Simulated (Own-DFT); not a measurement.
# Computed records: Al$_{3}$GaN$_{4}$ (wurtzite random alloy, strained, atoms displaced)

A calculation, not a measurement: plane-wave density functional theory by an unreviewed code, no spin, of a simulated periodic cell, stress positive in tension, run twice, with PBE and with PBEsol, both on files made for PBE, so the change isn't that of files made for PBEsol, forces on such cells passed a denser k mesh, this cell's mesh not checked; the far tail of each file's local potential was reset to the Coulomb form; each entry is a single point on an unrelaxed cell, so the pressure reflects the starting lattice, mostly measured values (interpolated for alloys), from which strain is counted, and rises with the displacements; printed positions are rounded, which can move forces by about a meV/angstrom; the program, named Own-DFT, is a retired in-house code; no spin-orbit coupling; stress was not checked against mesh or cutoff. Program: Own-DFT development build.

```cif
# cell vector a (Å): 9.4877 0.0000 0.0000
# cell vector b (Å): -4.7438 8.2166 0.0000
# cell vector c (Å): 0.0000 0.0000 10.0655
data_Al3GaN4
_symmetry_space_group_name_H-M 'P 1'
_symmetry_Int_Tables_number 1
_cell_length_a 9.4877
_cell_length_b 9.4877
_cell_length_c 10.0655
_cell_angle_alpha 90.000
_cell_angle_beta 90.000
_cell_angle_gamma 120.000
_cell_volume 784.67
loop_
_atom_site_label
_atom_site_type_symbol
_atom_site_fract_x
_atom_site_fract_y
_atom_site_fract_z
_atom_site_occupancy
Al1 Al 0.11359 0.22428 0.99509 1
Ga1 Ga 0.22144 0.10947 0.24743 1
N1 N 0.11816 0.22435 0.19149 1
N2 N 0.21616 0.11373 0.44106 1
Al2 Al 0.12163 0.21722 0.50269 1
Al3 Al 0.21532 0.10339 0.74938 1
N3 N 0.10807 0.22014 0.68946 1
N4 N 0.23155 0.10608 0.94041 1
Al4 Al 0.11372 0.55912 0.99317 1
Al5 Al 0.22021 0.44095 0.25616 1
N5 N 0.11868 0.55534 0.18936 1
N6 N 0.22288 0.44616 0.44115 1
Al6 Al 0.10250 0.55138 0.50333 1
Ga2 Ga 0.21606 0.44501 0.75730 1
N7 N 0.11263 0.55628 0.68563 1
N8 N 0.21545 0.43236 0.93819 1
Al7 Al 0.11765 0.89414 0.00606 1
Al8 Al 0.23032 0.78222 0.25455 1
N9 N 0.10707 0.88257 0.18796 1
N10 N 0.21904 0.77067 0.44637 1
Al9 Al 0.10205 0.88619 0.49927 1
Ga3 Ga 0.21918 0.77481 0.75073 1
N11 N 0.10488 0.87840 0.68949 1
N12 N 0.21563 0.77057 0.94113 1
Al10 Al 0.43879 0.21884 0.01081 1
Al11 Al 0.54643 0.09990 0.24535 1
N13 N 0.44034 0.21551 0.19157 1
N14 N 0.56389 0.11087 0.43567 1
Al12 Al 0.44618 0.22259 0.50503 1
Ga4 Ga 0.55381 0.10866 0.75628 1
N15 N 0.44543 0.22250 0.69400 1
N16 N 0.56176 0.10570 0.94690 1
Al13 Al 0.44388 0.54811 0.99649 1
Al14 Al 0.54022 0.43269 0.25114 1
N17 N 0.44478 0.55976 0.18771 1
N18 N 0.55670 0.45166 0.44815 1
Ga5 Ga 0.44153 0.54404 0.49314 1
Al15 Al 0.55637 0.43031 0.75720 1
N19 N 0.44962 0.55860 0.69582 1
N20 N 0.54957 0.44135 0.94912 1
Al16 Al 0.44437 0.89347 0.99993 1
Ga6 Ga 0.55607 0.78541 0.24257 1
N21 N 0.44784 0.88845 0.19273 1
N22 N 0.56325 0.78671 0.44070 1
Al17 Al 0.44059 0.89157 0.49769 1
Ga7 Ga 0.55915 0.77705 0.75199 1
N23 N 0.44446 0.88543 0.69119 1
N24 N 0.54825 0.76961 0.93873 1
Al18 Al 0.77995 0.22261 0.00452 1
Ga8 Ga 0.89310 0.11098 0.25002 1
N25 N 0.77441 0.21713 0.18591 1
N26 N 0.89128 0.11412 0.43583 1
Al19 Al 0.77340 0.22584 0.49971 1
Al20 Al 0.88963 0.10790 0.74599 1
N27 N 0.76943 0.21745 0.69408 1
N28 N 0.88487 0.10782 0.93170 1
Al21 Al 0.77005 0.55368 0.00194 1
Al22 Al 0.89151 0.44559 0.25492 1
N29 N 0.77033 0.56391 0.19233 1
N30 N 0.88677 0.44349 0.45235 1
Al23 Al 0.78135 0.56125 0.49498 1
Al24 Al 0.87578 0.44075 0.74915 1
N31 N 0.77632 0.55961 0.69654 1
N32 N 0.89307 0.44621 0.94677 1
Al25 Al 0.77597 0.88837 0.00590 1
Al26 Al 0.88487 0.77960 0.24494 1
N33 N 0.78419 0.89662 0.19371 1
N34 N 0.89947 0.78223 0.43973 1
Al27 Al 0.77947 0.88531 0.49747 1
Ga9 Ga 0.87435 0.77664 0.74567 1
N35 N 0.78432 0.89918 0.69051 1
N36 N 0.89406 0.78770 0.94159 1
_calc_functional 'PBE, then PBEsol'
_calc_potential_files 'PseudoDojo norm-conserving, scalar-relativistic, standard set'
_calc_wave_cutoff 42  # hartree
_calc_occupations 'Fermi-Dirac'
_calc_smearing_width 0.1  # eV
_calc_k_mesh '4 x 4 x 3 centred on Gamma'
_calc_PBE_pressure 2.15  # GPa
_calc_PBE_stress_xx -0.75  # GPa
_calc_PBE_stress_yy -1.65  # GPa
_calc_PBE_stress_zz -4.06  # GPa
_calc_PBE_stress_yz -0.46  # GPa
_calc_PBE_stress_xz -0.47  # GPa
_calc_PBE_stress_xy 0.46  # GPa
_calc_PBEsol_pressure -0.9  # GPa
_calc_PBEsol_stress_xx 2.31  # GPa
_calc_PBEsol_stress_yy 1.33  # GPa
_calc_PBEsol_stress_zz -0.94  # GPa
_calc_PBEsol_stress_yz -0.47  # GPa
_calc_PBEsol_stress_xz -0.47  # GPa
_calc_PBEsol_stress_xy 0.43  # GPa
_calc_rms_change_of_force_components_from_PBE_to_PBEsol 0.07  # eV/angstrom
```

Force:
| force element | PBE force x (eV/Å) | PBE force y (eV/Å) | PBE force z (eV/Å) | PBEsol force x (eV/Å) | PBEsol force y (eV/Å) | PBEsol force z (eV/Å) |
| --- | --- | --- | --- | --- | --- | --- |
| Al | -0.348 | -1.835 | 0.567 | -0.339 | -1.873 | 0.558 |
| Ga | -0.609 | -0.862 | 0.627 | -0.608 | -0.834 | 0.622 |
| N | -0.486 | 0.707 | -1.486 | -0.462 | 0.528 | -1.373 |
| N | 3.287 | -1.35 | 0.33 | 3.305 | -1.366 | 0.159 |
| Al | -3.84 | 1.747 | 0.098 | -3.85 | 1.777 | 0.082 |
| Al | 0.343 | 0.031 | 0.089 | 0.351 | 0.029 | 0.099 |
| N | 0.827 | -0.752 | 0.092 | 0.82 | -0.595 | 0.151 |
| N | -1.373 | 0.612 | -0.053 | -1.374 | 0.618 | -0.055 |
| Al | 0.181 | -1.277 | 1.507 | 0.203 | -1.288 | 1.481 |
| Al | 0.146 | 0.812 | -1.036 | 0.16 | 0.816 | -1.029 |
| N | -1.06 | 0.178 | 0.465 | -1.055 | 0.183 | 0.452 |
| N | -1.084 | -1.301 | 0.057 | -0.925 | -1.214 | 0.139 |
| Al | 1.735 | 0.306 | -0.307 | 1.745 | 0.31 | -0.331 |
| Ga | 1.194 | 0.153 | -2.4 | 1.167 | 0.16 | -2.333 |
| N | -1.652 | -1.162 | 0.907 | -1.509 | -1.076 | 1.048 |
| N | 0.127 | 1.785 | 2.07 | 0.12 | 1.809 | 1.853 |
| Al | -0.639 | -1.435 | -1.579 | -0.63 | -1.423 | -1.602 |
| Al | -0.879 | -1.527 | -0.229 | -0.872 | -1.515 | -0.225 |
| N | 0.651 | -0.065 | 1.102 | 0.647 | 0.076 | 1.165 |
| N | -0.589 | 1.188 | -1.021 | -0.599 | 1.171 | -0.99 |
| Al | 2.406 | 0.699 | 0.717 | 2.428 | 0.709 | 0.699 |
| Ga | 0.397 | 0.099 | -0.353 | 0.388 | 0.086 | -0.333 |
| N | -0.703 | 1.888 | -0.687 | -0.681 | 1.713 | -0.575 |
| N | 0.617 | 1.75 | 1.058 | 0.607 | 1.767 | 0.883 |
| Al | 1.293 | 0.137 | -1.93 | 1.302 | 0.136 | -1.952 |
| Al | 1.331 | 1.902 | 0.704 | 1.332 | 1.899 | 0.706 |
| N | 0.971 | 0.531 | 0.666 | 0.809 | 0.429 | 0.737 |
| N | -2.337 | 0.097 | 0.13 | -2.323 | 0.091 | 0.124 |
| Al | 0.183 | -0.17 | -0.578 | 0.186 | -0.176 | -0.6 |
| Ga | -0.015 | -0.956 | -0.209 | 0.001 | -0.939 | -0.197 |
| N | -0.998 | -0.816 | -0.62 | -0.862 | -0.919 | -0.557 |
| N | -1.546 | 1.174 | 0.908 | -1.547 | 1.197 | 0.744 |
| Al | -1.66 | 0.972 | 0.49 | -1.678 | 0.975 | 0.468 |
| Al | 0.754 | 2.049 | 0.058 | 0.738 | 2.041 | 0.072 |
| N | 0.028 | -1.748 | 0.15 | 0.021 | -1.568 | 0.196 |
| N | 3.099 | -2.758 | -2.032 | 2.871 | -2.639 | -1.948 |
| Ga | -2.211 | 3.277 | 2.261 | -2.16 | 3.2 | 2.215 |
| Al | -1.678 | 2.242 | -0.328 | -1.668 | 2.246 | -0.314 |
| N | 0.63 | -1.982 | -0.224 | 0.518 | -1.868 | -0.25 |
| N | 1.396 | -1.179 | -0.775 | 1.393 | -1.186 | -0.763 |
| Al | 0.378 | -1.913 | -0.363 | 0.374 | -1.932 | -0.379 |
| Ga | 1.885 | -1.479 | 1.81 | 1.834 | -1.443 | 1.789 |
| N | -2.617 | 0.618 | -1.395 | -2.406 | 0.49 | -1.337 |
| N | -0.582 | -0.558 | 0.018 | -0.601 | -0.679 | -0.088 |
| Al | 1.36 | -0.716 | 0.841 | 1.347 | -0.714 | 0.825 |
| Ga | -0.413 | 0.224 | -0.805 | -0.42 | 0.207 | -0.765 |
| N | -0.537 | 0.581 | -0.842 | -0.526 | 0.571 | -0.678 |
| N | 0.272 | 0.766 | 2.304 | 0.275 | 0.77 | 2.111 |
| Al | 0.674 | 0.122 | -1.314 | 0.688 | 0.123 | -1.345 |
| Ga | -0.387 | 1.21 | 0.056 | -0.385 | 1.158 | 0.076 |
| N | -0.836 | 1.065 | 1.391 | -0.707 | 0.982 | 1.463 |
| N | 0.287 | 0.091 | 2.406 | 0.29 | 0.093 | 2.218 |
| Al | 1.635 | -1.244 | 0.564 | 1.634 | -1.247 | 0.559 |
| Al | -0.815 | 1.3 | 0.327 | -0.827 | 1.319 | 0.333 |
| N | 1.328 | 1.173 | -1.019 | 1.17 | 1.061 | -0.947 |
| N | 0.54 | 0.311 | 1.647 | 0.533 | 0.306 | 1.639 |
| Al | 1.22 | 1.015 | 0.043 | 1.221 | 1.016 | 0.015 |
| Al | -0.219 | 0.026 | -1.045 | -0.221 | 0.026 | -1.04 |
| N | 0.805 | -1.83 | 0.516 | 0.791 | -1.835 | 0.523 |
| N | -0.622 | 0.3 | -1.728 | -0.622 | 0.297 | -1.707 |
| Al | -0.398 | -0.111 | 1.001 | -0.406 | -0.092 | 1.005 |
| Al | 1.743 | 0.36 | 0.551 | 1.753 | 0.368 | 0.559 |
| N | -0.162 | -2.11 | -1.27 | -0.182 | -1.889 | -1.224 |
| N | -1.316 | -0.283 | -0.881 | -1.315 | -0.282 | -0.87 |
| Al | 0.021 | 0.255 | -1.368 | -0.008 | 0.258 | -1.378 |
| Al | 0.622 | -0.006 | 0.581 | 0.62 | 0.013 | 0.602 |
| N | 0.21 | -1.414 | -1.277 | 0.061 | -1.282 | -1.147 |
| N | -2.151 | -1.127 | -0.795 | -2.156 | -1.125 | -0.805 |
| Al | -0.637 | 1.239 | -0.044 | -0.608 | 1.22 | -0.054 |
| Ga | 1.907 | 0.599 | 1.618 | 1.872 | 0.579 | 1.596 |
| N | -0.815 | -0.567 | -1.799 | -0.783 | -0.769 | -1.683 |
| N | -0.265 | -1.054 | 1.061 | -0.259 | -1.054 | 0.913 |
